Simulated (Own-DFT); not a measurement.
## Calculated data, Si24O47 (quartz with one neutral oxygen vacancy, atoms displaced)

A calculation, not a measurement: plane-wave PBE and HSE06 DFT by an unreviewed code, no spin, of a simulated cell at Gamma alone, so results move with cell size and shape, stress positive in tension, energies less offsets, not probed for a lower state with spin; oxygen file: force components 24 meV/angstrom off all-electron in a glass; k mesh not checked against a denser one; forces and stress are PBE's, HSE06 gives the energy alone, and its difference from PBE has offsets of its own; offsets are fitted by least squares, one for each functional and potential file, so energies compare only between cells with the same atoms and settings and are not formation energies; the far tail of each file's local potential was reset to the Coulomb form; each entry is a single point on an unrelaxed cell, so the pressure reflects the starting lattice, mostly measured values (interpolated for alloys), from which strain is counted, and rises with the displacements; printed positions are rounded, which can move forces by about a meV/angstrom; the program, named Own-DFT, is a retired in-house code; no spin-orbit coupling. Program: Own-DFT development build.

Common to all runs: first functional PBE; second functional HSE06; exact exchange share 0.25; screening 0.11 1/bohr; exchange divergence Gygi-Baldereschi; potential files PseudoDojo norm-conserving, scalar-relativistic, made for PBE, standard set; wave cutoff 48 hartree; occupations fixed; k mesh 1 x 1 x 1 centred on Gamma.

(1) Si24O47 (quartz with one neutral oxygen vacancy, atoms displaced)

```xyz
71
Lattice="9.8268 0.0000 0.0000 -4.9134 8.5103 0.0000 0.0000 0.0000 10.8104" Properties=species:S:1:pos:R:3 Si24O47
Si     2.2597     0.0217     0.0149
Si    -1.1049     1.9851     3.6095
Si     1.3405     2.2461     1.8674
O      1.3569     1.1494     0.6431
O      2.7595     2.4622     2.4497
O      3.2773     0.6202     4.2170
O     -1.0742     3.0680     4.7795
O      0.2754     1.8125     2.9634
O      0.7582     3.6496     1.1359
Si     2.3026     0.0048     5.4000
Si     8.6533     1.9868     9.0188
Si     1.3012     2.2674     7.2185
O      1.3583     1.0777     6.1072
O      2.7220     2.4975     7.8404
O      3.1968     0.6581     9.6425
O     -1.0885     3.1312    10.1966
O      0.2861     1.7713     8.3584
O      0.8237     3.5705     6.5188
Si    -0.1990     4.2431     0.0049
Si    -3.5855     6.2464     3.5762
Si    -1.1497     6.5338     1.7791
O     -1.0636     5.3627     0.6511
O      0.3025     6.7718     2.4174
O      0.7913     4.8932     4.2630
O     -3.5170     7.3830     4.7487
O     -2.1512     6.0387     2.9692
O     -1.6335     7.9337     1.1228
Si    -0.1766     4.2718     5.3748
Si    -3.5515     6.2986     9.0361
Si    -1.1758     6.4788     7.1950
O     -1.0645     5.4300     6.0460
O      0.3159     6.7887     7.8659
O      0.7396     4.8945     9.5875
O     -3.5561     7.4035    10.1919
O     -2.1387     6.0029     8.3512
O     -1.6549     7.8806     6.5680
Si     2.3575     8.4980     0.0468
Si     3.7064     1.9451     3.5706
Si     6.2104     2.2206     1.7533
O      6.3136     1.1718     0.6248
O      7.7090     2.5411     2.4471
O      8.1298     0.6126     4.2562
O      3.8266     3.0652     4.7554
O      5.1659     1.7714     2.9339
Si     2.2698     8.4933     5.4277
Si     3.7013     2.0001     8.9812
Si     6.2616     2.1762     7.2145
O      6.3157     1.2171     6.0126
O      7.6761     2.5290     7.8339
O      8.1434     0.5620     9.6250
O      3.7951     3.1143    10.1767
O      5.2061     1.7519     8.3728
O      5.6519     3.6611     6.5319
Si     4.7377     4.2743     0.0139
Si     1.2828     6.2397     3.5463
Si     3.7139     6.5074     1.7965
O      3.8200     5.3738     0.6330
O      5.2027     6.7408     2.4409
O      5.6687     4.8421     4.2613
O      1.3509     7.3332     4.7535
O      2.7513     5.9997     2.9405
O      3.2499     7.8873     1.1098
Si     4.7555     4.2679     5.3905
Si     1.2959     6.2764     9.0355
Si     3.7587     6.5446     7.2212
O      3.8572     5.4371     6.0790
O      5.2452     6.6936     7.8049
O      5.6853     4.9194     9.6480
O      1.3755     7.3846    10.1892
O      2.6799     5.9778     8.3784
O      3.2301     7.8443     6.5643
```

* PBE energy of cell above offsets: -23.414 eV
* HSE06 less PBE above offsets: -0.692 eV
* PBE pressure: 7.52 GPa
* PBE stress xx: -8.04 GPa
* PBE stress yy: -6.97 GPa
* PBE stress zz: -7.55 GPa
* PBE stress yz: -1.54 GPa
* PBE stress xz: 0.39 GPa
* PBE stress xy: 0.61 GPa

Force:
```csv
element,x (eV/Å),y (eV/Å),z (eV/Å)
Si,2.059,0.664,-0.706
Si,-4.012,-0.113,0.66
Si,-2.538,1.446,-3.595
O,-0.904,1.007,1.218
O,-0.092,1.145,-1.03
O,-1.658,-3.09,1.671
O,-0.008,1.136,0.795
O,2.728,-1.112,-0.427
O,1.496,-1.528,1.669
Si,1.235,-0.102,0.553
Si,0.372,0.31,0.259
Si,-0.654,-1.594,-0.443
O,-0.254,0.315,-0.295
O,1.031,0.602,-0.09
O,-0.699,-1.501,0.644
O,-1.763,-2.438,-1.518
O,-0.491,-0.331,0.774
O,-1.576,2.72,-1.671
Si,3.23,0.675,-1.445
Si,-2.104,-0.633,1.775
Si,-0.41,-0.291,-0.452
O,-1.805,2.294,1.203
O,-0.109,0.35,-0.544
O,-0.004,-0.455,-0.736
O,-0.655,-0.845,-0.7
O,1.545,-0.287,-0.907
O,0.022,-0.436,0.444
Si,1.028,-1.359,1.428
Si,-1.962,-1.104,-1.333
Si,2.381,2.436,1.269
O,-0.133,-1.768,-1.587
O,-1.535,0.195,-1.038
O,-1.17,-1.58,1.666
O,-0.684,-0.557,-0.145
O,-0.393,-0.483,1.156
O,-0.339,0.581,-0.544
Si,-3.277,1.212,-3.584
Si,3.174,2.77,1.679
Si,-0.735,4.626,1.727
O,0.523,-2.439,-1.872
O,-1.066,-0.459,-0.547
O,0.311,-0.193,-0.227
O,-0.313,0.54,-0.019
O,1.194,-0.462,-0.636
Si,0.485,-0.302,-0.971
Si,2.03,0.964,0.696
Si,-3.061,4.763,0.834
O,0.069,-2.653,-1.968
O,1.009,-0.07,0.711
O,0.588,0.87,-0.4
O,-0.283,0.03,-0.433
O,-0.12,-0.206,-0.04
O,1.979,-2.565,2.327
Si,2.865,-3.436,0.016
Si,0.418,0.405,1.666
Si,2.023,-0.362,-0.452
O,-1.545,1.966,1.221
O,-0.488,0.187,-0.526
O,1.945,2.172,-2.628
O,0.068,0.594,0.168
O,-0.527,-0.36,0.507
O,2.287,-1.298,3.105
Si,-2.089,-1.089,0.998
Si,-1.284,0.161,-0.203
Si,-0.152,-2.88,1.977
O,-0.42,-0.924,-1.244
O,0.816,0.747,1.092
O,0.103,-0.286,0.478
O,0.041,0.561,1.004
O,3.37,0.354,-1.611
O,-1.115,2.792,-0.825
```

(2) Si24O47 (quartz with one neutral oxygen vacancy, atoms displaced)

```xyz
71
Lattice="9.8268 0.0000 0.0000 -4.9134 8.5103 0.0000 0.0000 0.0000 10.8104" Properties=species:S:1:pos:R:3 Si24O47
Si    -2.6062     8.4578    10.8019
Si     8.7070     1.9363     3.5472
Si     1.3461     2.2484     1.7947
O      1.3903     1.1730     0.6367
O      2.7279     2.4785     2.5133
O      3.2305     0.5761     4.2354
O     -1.0704     3.1349     4.7651
O      0.2687     1.7031     2.9219
O      0.8311     3.6755     1.1406
Si     2.2882     0.0024     5.3909
Si     8.6726     1.9705     9.0159
Si     1.3131     2.2361     7.2260
O      1.3663     1.1565     6.0405
O      2.7909     2.4600     7.8114
O      3.2051     0.6405     9.6608
O     -1.0990     3.1173    10.1888
O      0.2722     1.7552     8.3324
O      0.8408     3.5731     6.5200
Si    -0.0995     4.2217    10.8042
Si    -3.5908     6.2573     3.6152
Si    -1.1200     6.5518     1.7621
O     -1.0370     5.4043     0.6791
O      0.2766     6.7471     2.4148
O      0.7404     4.8625     4.2690
O     -3.5517     7.4115     4.7886
O     -2.1289     5.9844     2.9239
O     -1.6817     7.8636     1.1827
Si    -0.1822     4.2025     5.4029
Si    -3.5816     6.2654     8.9478
Si    -1.1872     6.4921     7.2140
O     -1.1227     5.3886     6.0589
O      0.8111     4.9325     9.6512
O     -3.5830     7.4207    10.1618
O     -2.1481     6.0568     8.3453
O     -1.6645     7.8273     6.5622
Si     7.2364     0.0094     0.0051
Si     3.7913     1.9910     3.5978
Si     6.1934     2.3411     1.7869
O      6.2674     1.1126     0.6116
O      7.6384     2.5057     2.4154
O      8.1780     0.6112     4.2418
O      3.8198     3.1479     4.8200
O      5.2523     1.7823     2.9337
O      5.7099     3.6364     1.1142
Si     7.2416     0.0049     5.4095
Si     3.7497     2.0034     9.0039
Si     6.2594     2.2269     7.2361
O      6.3347     1.1094     6.0292
O      7.6836     2.5060     7.8331
O      8.1577     0.6053     9.6332
O      3.8206     3.1057    10.1288
O      5.2342     1.7543     8.3394
O      5.6717     3.6629     6.5032
Si     4.7869     4.2272     0.0257
Si     1.2795     6.2418     3.6423
Si     3.7352     6.4897     1.8628
O      3.8383     5.4045     0.6828
O      5.2508     6.7417     2.4903
O      5.6791     4.8932     4.2375
O      1.3822     7.3156     4.7239
O      2.7610     6.0152     2.9829
O      3.2077     7.8817     1.1948
Si     4.7814     4.2634     5.4274
Si     1.2394     6.1886     8.9587
Si     3.7444     6.4668     7.2148
O      3.8626     5.4103     6.0574
O      5.2090     6.6878     7.8036
O      5.7215     4.8315     9.6590
O      1.3903     7.3686    10.2026
O      2.7540     5.9731     8.3646
O      3.2480     7.8836     6.5806
```

- PBE energy of cell above offsets: -23.209 eV
- HSE06 less PBE above offsets: -0.711 eV
- PBE pressure: 7.76 GPa
- PBE stress xx: -7.97 GPa
- PBE stress yy: -7.61 GPa
- PBE stress zz: -7.72 GPa
- PBE stress yz: 1.53 GPa
- PBE stress xz: 0.16 GPa
- PBE stress xy: -1.05 GPa

Force:
```csv
element,x (eV/Å),y (eV/Å),z (eV/Å)
Si,0.321,2.307,1.197
Si,-2.827,2.733,1.398
Si,-1.9,0.775,0.035
O,0.449,-1.384,-0.978
O,0.827,0.644,-0.257
O,1.209,1.189,-0.931
O,-2.149,-3.699,-2.504
O,2.7,0.019,-1.383
O,1.279,-1.473,1.478
Si,1.079,0.49,1.646
Si,-0.14,1.124,0.095
Si,0.344,0.017,-0.748
O,0.122,-0.854,-0.352
O,-0.193,0.322,-0.093
O,0.458,-0.45,-0.311
O,0.083,-0.432,-0.501
O,0.311,-0.414,0.717
O,-0.821,1.595,-0.28
Si,-1.527,2.104,-0.1
Si,1.661,-0.031,0.503
Si,-0.925,-2.74,1.803
O,0.335,-1.789,-2.059
O,3.001,0.298,1.869
O,0.602,0.169,-0.674
O,-1.135,-1.87,-1.074
O,-0.766,0.248,0.738
O,-1.173,2.873,-1.551
Si,1.581,2.346,1.946
Si,-2.267,-0.829,2.665
Si,4.9,-0.406,0.137
O,0.411,-1.391,-0.754
O,-1.706,-5.379,2.615
O,-0.983,-2.207,-1.635
O,-0.871,-1.189,1.982
O,-0.9,2.585,-1.096
Si,-0.411,-1.034,0.187
Si,-0.059,0.196,2.429
Si,1.756,-4.236,-0.94
O,-0.742,2.335,1.356
O,1.811,0.032,0.983
O,-0.176,-0.814,0.116
O,-0.732,-2.122,-1.949
O,-1.472,-0.327,1.154
O,0.518,1.164,0.941
Si,0.487,-2.406,-1.032
Si,0.973,-1.086,-0.708
Si,-1.657,1.594,-2.764
O,-1.457,1.835,1.145
O,1.242,0.322,0.624
O,0.273,-0.42,-0.045
O,0.325,1.402,1.585
O,-1.103,-0.438,1.114
O,3.443,-3.319,4.018
Si,-2.42,2.206,-2.439
Si,-0.535,-1.84,-3.362
Si,1.897,1.479,-1.199
O,0.481,-1.356,-0.816
O,-2.108,0.696,-1.76
O,0.185,-0.472,0.031
O,0.8,3.646,3.246
O,-1.475,-0.876,1.585
O,0.742,-0.047,0.466
Si,-1.353,1.329,-2.374
Si,0.153,6.295,-2.41
Si,-0.476,1.206,-0.145
O,-0.706,-0.477,-0.952
O,0.942,0.548,0.472
O,0.682,1.41,-0.824
O,-0.652,-1.47,-1.711
O,-0.552,-0.196,0.367
O,-0.013,-0.057,0.072
```

(3) Si24O47 (quartz with one neutral oxygen vacancy, atoms displaced)

```xyz
71
Lattice="9.8268 0.0000 0.0000 -4.9134 8.5103 0.0000 0.0000 0.0000 10.8104" Properties=species:S:1:pos:R:3 Si24O47
Si     2.3350     0.0104    10.7818
Si    -1.1091     1.9835     3.6253
Si     1.3122     2.2640     1.7882
O      1.3864     1.1649     0.6635
O      2.7968     2.5168     2.4039
O      3.1713     0.5750     4.2421
O     -1.0802     3.0902     4.7729
O      0.3048     1.7640     3.0100
O      0.7819     3.6082     1.1456
Si     2.3065     0.0086     5.4188
Si    -1.1500     1.9930     9.0073
Si     1.3631     2.2700     7.2463
O      1.3325     1.1163     6.0419
O      2.7751     2.5099     7.8535
O      3.1938     0.6287     9.6034
O     -1.0675     3.1228    10.1653
O      0.3182     1.7536     8.4132
O      0.8144     3.6696     6.4762
Si    -0.0800     4.3277    10.8093
Si     6.1965     6.2000     3.5971
Si    -1.1631     6.5156     1.8276
O      0.3641     6.7178     2.4371
O      0.8327     4.8702     4.2002
O     -3.5163     7.3847     4.7428
O     -2.1503     6.0288     3.0141
O     -1.6201     7.8364     1.1134
Si    -0.1380     4.2591     5.4027
Si    -3.6256     6.3050     9.0030
Si    -1.1330     6.5319     7.1462
O     -1.0850     5.4034     6.0664
O      0.2861     6.7573     7.8576
O      0.7714     4.8512     9.6489
O     -3.4949     7.3837    10.1889
O     -2.1935     5.9976     8.3749
O     -1.6715     7.8861     6.5229
Si     7.2415     0.0301     0.0309
Si     3.7416     1.9748     3.6435
Si     6.2063     2.2560     1.7900
O      6.3253     1.1363     0.6834
O      7.7043     2.5081     2.4379
O      8.1407     0.6139     4.2262
O      3.8027     3.1392     4.8010
O      5.2350     1.6600     2.9441
O      5.7413     3.6882     1.1305
Si     7.2193     0.0182     5.3928
Si     3.7774     1.9679     9.0752
Si     6.2578     2.2522     7.2154
O      6.3104     1.0864     6.0529
O      7.6857     2.4847     7.8366
O      8.1971     0.5835     9.6450
O      3.8405     3.0780    10.1820
O      5.2276     1.8229     8.3339
O      5.7064     3.5727     6.5893
Si     4.7594     4.2262     0.0058
Si     1.3024     6.2614     3.5738
Si     3.6839     6.4621     1.7474
O      3.7832     5.4276     0.6164
O      5.2110     6.7347     2.4328
O      5.6947     4.8958     4.2524
O      1.3657     7.3845     4.7374
O      2.6574     6.0804     3.0485
O      3.2704     7.9450     1.1817
Si     4.8059     4.2792     5.3968
Si     1.3329     6.2429     9.0474
Si     3.7656     6.5308     7.1986
O      3.8420     5.3534     6.0404
O      5.1954     6.7807     7.8707
O      5.6974     4.9273     9.6494
O      1.4067     7.3965    10.1500
O      2.6995     5.9628     8.3499
O      3.2198     7.8679     6.5439
```

* PBE energy of cell above offsets: -23.050 eV
* HSE06 less PBE above offsets: -0.615 eV
* PBE pressure: 7.29 GPa
* PBE stress xx: -7.84 GPa
* PBE stress yy: -7.1 GPa
* PBE stress zz: -6.94 GPa
* PBE stress yz: 0.78 GPa
* PBE stress xz: 0.39 GPa
* PBE stress xy: 0.57 GPa

Force:
```csv
element,x (eV/Å),y (eV/Å),z (eV/Å)
Si,-0.788,0.146,2.227
Si,-2.248,0.328,-0.555
Si,-0.249,-0.061,2.272
O,0.701,-1.929,-1.551
O,0.334,-0.191,0.636
O,1.809,1.689,-1.803
O,-0.076,1.045,0.912
O,2.766,-0.137,-1.632
O,0.445,0.747,0.2
Si,-1.882,-0.719,-0.053
Si,0.203,0.385,0.786
Si,-3.062,0.009,-2.077
O,-0.106,1.208,1.234
O,2.046,0.114,1.357
O,0.373,-1.301,0.08
O,0.19,0.795,0.532
O,1.251,0.202,-1.024
O,2.048,-2.275,3.044
Si,-4.899,-0.49,3.339
Si,0.408,3.878,-0.289
Si,2.485,-3.43,-0.937
O,-3.142,1.349,-2.501
O,-1.483,-1.273,1.317
O,-0.862,-1.207,-0.346
O,0.79,-0.382,-0.446
O,-0.707,2.077,-0.978
Si,-0.506,0.867,-2.491
Si,0.766,-0.718,0.406
Si,-0.905,-0.322,3.22
O,0.04,-1.511,-1.697
O,0.809,-0.025,0.822
O,2.32,1.249,-2.528
O,-1.027,-0.302,-0.161
O,1.681,0.606,-1.555
O,0.659,0.474,0.933
Si,0.71,-0.8,-1.226
Si,0.715,0.292,-0.795
Si,1.497,1.079,1.836
O,-1.016,0.077,-1.086
O,-0.769,-0.013,-0.182
O,0.399,-0.232,-0.118
O,0.242,-0.85,-0.823
O,-1.399,0.665,0.747
O,0.3,-0.959,1.092
Si,0.325,-2.103,-1.244
Si,0.918,1.326,-3.979
Si,-0.208,-1.498,-1.24
O,-1.511,2.291,1.474
O,1.142,0.217,0.285
O,-0.288,0.098,0.093
O,-0.243,0.892,1.361
O,-1.444,-1.058,2.003
O,-0.757,2.504,-1.858
Si,0.308,2.228,-1.197
Si,-4.456,0.567,4.561
Si,0.788,3.118,4.582
O,0.205,-2.918,-2.227
O,-1.566,-0.578,-0.796
O,0.088,-2.112,0.119
O,-0.378,0.373,0.645
O,9.017,-0.937,-5.033
O,0.276,-1.099,0.553
Si,-0.513,-2.208,1.626
Si,-2.273,0.75,-1.28
Si,-1.035,-1.577,0.009
O,-0.497,1.643,1.199
O,-0.476,0.651,-0.623
O,-1.193,-1.282,1.05
O,-0.221,0.223,0.786
O,2.722,-0.043,-1.326
O,0.409,0.376,0.318
```

(4) Si24O47 (quartz with one neutral oxygen vacancy, atoms displaced)

```xyz
71
Lattice="9.8268 0.0000 0.0000 -4.9134 8.5103 0.0000 0.0000 0.0000 10.8104" Properties=species:S:1:pos:R:3 Si24O47
Si    -2.6217     8.4745     0.0087
Si    -1.1398     1.9847     3.6059
Si     1.2830     2.2177     1.8104
O      1.3426     1.1732     0.6071
O      2.7696     2.4352     2.4228
O      3.2552     0.6209     4.2950
O     -1.0888     3.1476     4.7856
O      0.3065     1.7828     3.0084
O      0.8136     3.6276     1.1207
Si     2.2955     0.0432     5.3490
Si     8.6422     2.0341     9.0347
Si     1.3063     2.3116     7.2161
O      1.3536     1.0959     6.0283
O      2.7307     2.5058     7.8452
O      3.2674     0.6820     9.6799
O     -1.0770     3.1183    10.1524
O      0.3072     1.7602     8.3589
O      0.7734     3.6095     6.5580
Si    -0.1603     4.2105    10.8079
Si     6.2376     6.2148     3.5607
Si    -1.1909     6.5063     1.7947
O     -1.0970     5.3673     0.7137
O      0.3071     6.6993     2.4479
O      0.7814     4.8671     4.2419
O     -3.5015     7.3852     4.7211
O     -2.1397     6.0578     2.9397
O     -1.6549     7.8987     1.1316
Si    -0.1870     4.2454     5.4082
Si     6.1858     6.2253     9.0179
Si    -1.1228     6.4897     7.1556
O     -1.0574     5.3715     6.0534
O      0.2753     6.7725     7.8561
O      0.7602     4.9710     9.6586
O     -3.4924     7.2974    10.1455
O     -2.1646     5.9847     8.3838
O     -1.6422     7.8883     6.5530
Si     7.2014     0.0383    10.8011
Si     3.7559     2.0274     3.6133
Si     6.2023     2.2596     1.8111
O      6.3462     1.1342     0.6787
O      7.6531     2.5181     2.5041
O      8.1038     0.6267     4.2630
O      3.8270     3.0874     4.7619
O      5.1522     1.7800     2.9887
O      5.6938     3.6038     1.1306
Si     2.2642     8.4641     5.3723
Si     3.7773     1.9854     9.0545
Si     6.2217     2.2751     7.2289
O      6.2516     1.0954     6.0978
O      7.7062     2.4770     7.8657
O      8.2264     0.6359     9.6325
O      3.7927     3.1177    10.1388
O      5.2220     1.7527     8.3866
O      5.7546     3.6709     6.5717
Si     4.7376     4.2323    10.7810
Si     1.3074     6.2404     3.6066
Si     3.7767     6.5420     1.8113
O      5.2436     6.7862     2.4533
O      5.7395     4.8940     4.2789
O      1.3809     7.2786     4.7417
O      2.8130     6.0158     2.9506
O      3.2746     7.8939     1.1643
Si     4.7629     4.2911     5.4177
Si     1.3395     6.2155     8.9997
Si     3.7749     6.4945     7.1996
O      3.8334     5.3807     6.0419
O      5.2546     6.7123     7.8757
O      5.6770     4.8689     9.6151
O      1.3745     7.4010    10.1792
O      2.7388     6.0489     8.4206
O      3.2419     7.9027     6.5687
```

- PBE energy of cell above offsets: -23.331 eV
- HSE06 less PBE above offsets: -0.757 eV
- PBE pressure: 8.08 GPa
- PBE stress xx: -7.28 GPa
- PBE stress yy: -9.27 GPa
- PBE stress zz: -7.69 GPa
- PBE stress yz: -0.25 GPa
- PBE stress xz: 0.29 GPa
- PBE stress xy: -0.51 GPa

Force:
```csv
element,x (eV/Å),y (eV/Å),z (eV/Å)
Si,-0.115,1.398,-1.363
Si,-1.268,0.75,1.797
Si,0.825,1.29,-0.258
O,0.153,-1.632,-0.652
O,-0.877,0.417,-0.542
O,2.024,1.681,-2.689
O,-1.47,-2.378,-1.501
O,0.721,-0.53,-0.311
O,0.391,-0.6,0.787
Si,0.269,-2.493,3.088
Si,2.88,-1.654,-1.751
Si,-0.462,-3.76,-0.489
O,-1.109,2.389,1.527
O,2.418,0.098,1.243
O,-1.627,-3.353,1.832
O,-0.803,0.741,1.13
O,-0.826,0.252,0.708
O,-0.645,2.257,-0.983
Si,0.588,2.983,0.288
Si,-0.052,2.085,1.599
Si,2.676,0.953,-0.258
O,0.266,-1.804,-1.803
O,-0.684,0.619,-0.784
O,-0.117,-0.853,0.342
O,-0.768,-1.19,-0.702
O,-0.723,-1.112,1.348
O,0.307,0.041,0.663
Si,2.723,0.319,-0.244
Si,2.987,-0.636,-0.977
Si,-2.149,1.369,2.484
O,-1.022,0.088,-0.507
O,1.813,-0.248,0.64
O,-1.687,-3.981,2.108
O,-0.093,2.073,2.056
O,0.911,0.034,-1.036
O,-0.655,0.419,-0.851
Si,2.733,-1.971,-1.052
Si,-1.828,-1.791,0.415
Si,-0.001,-0.269,1.482
O,-1.409,1.299,0.566
O,-0.495,0.178,-0.79
O,0.617,0.122,-0.861
O,0.551,2.551,1.921
O,3.308,-0.379,-1.808
O,0.092,0.378,-0.188
Si,-0.026,0.765,2.013
Si,-0.628,1.186,-3.644
Si,0.353,-0.761,-0.414
O,0.127,-0.135,-0.445
O,-1.804,0.91,-1.606
O,-1.448,-1.632,1.653
O,-0.279,1.03,1.234
O,0.29,0.157,0.167
O,-0.523,0.266,-0.331
Si,-0.713,3.17,2.039
Si,0.441,-2.237,-2.435
Si,1.556,-2.599,-2.257
O,-0.184,0.337,-0.562
O,-0.363,-1.062,0.006
O,0.117,2.429,2.316
O,-1.577,-0.534,1.421
O,-0.772,1.507,-1.065
Si,1.084,-2.666,-0.746
Si,-3.119,4.62,0.167
Si,-0.031,1.312,1.198
O,-1.26,0.985,0.582
O,-2.877,0.856,-2.495
O,-0.63,-2.063,0.738
O,-0.28,-0.671,-0.679
O,4.13,-0.585,-2.345
O,0.051,-0.736,-0.136
```
